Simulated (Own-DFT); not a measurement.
# How strain changes the stress of 2H SiC, 72 atoms (C36Si36)

These are calculations, not measurements. The program, named Own-DFT, is a retired in-house plane-wave density functional code that no person has reviewed. Each row is one single-point run on a periodic cell that was not relaxed, without spin or spin-orbit coupling.

Settings of every run: PBE; PseudoDojo norm-conserving scalar-relativistic files; cutoff 42 hartree; 4 x 4 x 3 k mesh centred on Gamma; Fermi-Dirac smearing of 0.1 eV.

Known limits: forces on such cells passed a denser k mesh, each cell not checked; stress not checked against mesh or cutoff.

Unstrained cell vectors in Å: (9.248, 0.000, 0.000); (-4.624, 8.009, 0.000); (0.000, 0.000, 10.068). The unstrained cell has measured lattice constants (interpolated for alloys), not those of this functional. That, the random moves and any unrelaxed bonds set the pressure at no strain. Each run strains this cell uniformly, with the atoms carried along. Every atom was also moved at random, by a Gaussian of width 0.05 Å on each axis. Strain is the symmetric tensor, in per cent. Stress is positive in tension, and the pressure is minus a third of its trace.

| run | e_xx (%) | e_yy (%) | e_zz (%) | e_yz (%) | e_xz (%) | e_xy (%) | s_xx (GPa) | s_yy (GPa) | s_zz (GPa) | s_yz (GPa) | s_xz (GPa) | s_xy (GPa) | P (GPa) | E (meV/atom) |
|---|---|---|---|---|---|---|---|---|---|---|---|---|---|---|
| 1 | 1.42 | -0.52 | 1.93 | 1.43 | 1.69 | -1.52 | 2.65 | -6.82 | 3.67 | 4.81 | 4.78 | -7.07 | 0.16 | 25.9 |
| 2 | 0.85 | -0.80 | -1.52 | -1.40 | 0.55 | -1.57 | -1.54 | -12.33 | -15.79 | -3.97 | 2.18 | -8.09 | 9.88 | 31.1 |
| 3 | 1.68 | -1.83 | -0.34 | 0.21 | 1.02 | 0.49 | 2.67 | -11.76 | -11.01 | 0.72 | 4.33 | 2.54 | 6.70 | 0.2 |
| 4 | -0.24 | 0.34 | -1.73 | 1.96 | 0.26 | -0.12 | -7.18 | -1.96 | -19.58 | 6.63 | 0.95 | -1.08 | 9.57 | 11.2 |
| 5 | 1.44 | -1.23 | -1.47 | 1.32 | -1.47 | -0.65 | 0.93 | -10.87 | -17.22 | 4.14 | -4.77 | -2.59 | 9.05 | 33.0 |
| 6 | -1.97 | -0.02 | 1.56 | 0.26 | 1.28 | -0.06 | -14.65 | -7.81 | 1.86 | 0.10 | 4.25 | 0.41 | 6.87 | 10.6 |
| 7 | 1.91 | -1.62 | -0.96 | -0.28 | -0.48 | 0.27 | 3.49 | -10.95 | -13.82 | -1.44 | -1.54 | 0.91 | 7.09 | 5.1 |
| 8 | 1.47 | 1.39 | -1.96 | -1.59 | -0.95 | 1.20 | 2.72 | 5.31 | -20.38 | -4.86 | -3.48 | 4.86 | 4.11 | 15.5 |
| 9 | 1.66 | 1.36 | 1.73 | 1.69 | -0.53 | -1.34 | 5.40 | 4.29 | 2.92 | 5.19 | -1.77 | -6.47 | -4.20 | 0.0 |
| 10 | -1.97 | -1.61 | -1.94 | -1.51 | -0.10 | 0.33 | -19.96 | -16.75 | -21.20 | -5.08 | -0.19 | 2.38 | 19.30 | 34.6 |
| 11 | 0.91 | -0.85 | -1.31 | -0.87 | -1.19 | 1.31 | 0.75 | -11.06 | -15.73 | -2.43 | -3.97 | 5.43 | 8.68 | 22.8 |
| 12 | -0.05 | -0.51 | -1.82 | -1.34 | -1.76 | 0.00 | -7.08 | -8.40 | -18.48 | -4.49 | -6.11 | 1.51 | 11.32 | 23.1 |
| 13 | -0.13 | -0.82 | -1.19 | 1.67 | 1.05 | -0.76 | -9.17 | -8.66 | -15.15 | 5.24 | 3.84 | -3.33 | 10.99 | 32.7 |
| 14 | 0.16 | 1.13 | -0.43 | -1.00 | 1.04 | -1.63 | -3.80 | 0.56 | -7.63 | -3.74 | 3.78 | -6.55 | 3.62 | 4.5 |
| 15 | 1.53 | -0.97 | -1.19 | -1.25 | -0.64 | 1.98 | 2.98 | -9.33 | -14.31 | -3.47 | -2.61 | 8.94 | 6.89 | 17.9 |
| 16 | -0.95 | -0.55 | -0.58 | -1.28 | -0.31 | 1.32 | -10.86 | -8.03 | -12.42 | -3.56 | -0.93 | 6.62 | 10.44 | 8.0 |
| 17 | -0.39 | 1.48 | 0.76 | 1.99 | 0.15 | -1.96 | ? | ? | ? | ? | ? | ? | ? | ? |

E is the free energy for each atom above the lowest run shown.

## Worked fit

Each stress component was fitted by least squares to a constant and the strains of the runs shown, as fractions, with shears doubled. Shear strains stay in the fit of a normal stress only where such slopes are resolved. The slopes, in GPa:

| stress | at no strain | per e_xx | per e_yy | per e_zz | scatter |
|---|---|---|---|---|---|
| s_xx | -5.3 | 569 ± 22 | 75 ± 28 | 52 ± 22 | 1.07 |
| s_yy | -5.2 | 111 ± 32 | 564 ± 41 | 2 ± 32 | 1.58 |
| s_zz | -7.7 | 14 ± 22 | 37 ± 29 | 612 ± 23 | 1.11 |

Each shear stress against twice its own strain: yz 161 ± 5, xz 173 ± 7, xy 220 ± 9 GPa. These are stiffnesses along x, y and z of the frame in which the cell vectors are given, which need not be the crystal's axes. The atoms are held to the strained lattice; where symmetry lets them move under strain, relaxing them would lower some slopes. The table should be nearly symmetric about its diagonal, and what it lacks of that shows the noise. A ninth of its sum, 226 ± 5 GPa, estimates the bulk modulus near the mean pressure of these runs, 7.5 GPa, so it lies above the value at zero pressure.

## Withheld run

Question: what normal stresses and pressure should run 17 give?

The fit gives s_xx = -6.1, s_yy = 2.7, s_zz = -2.6 and P = 2.0 GPa. The calculation gave -5.23, 2.74, -1.85 and P = 1.45 GPa.
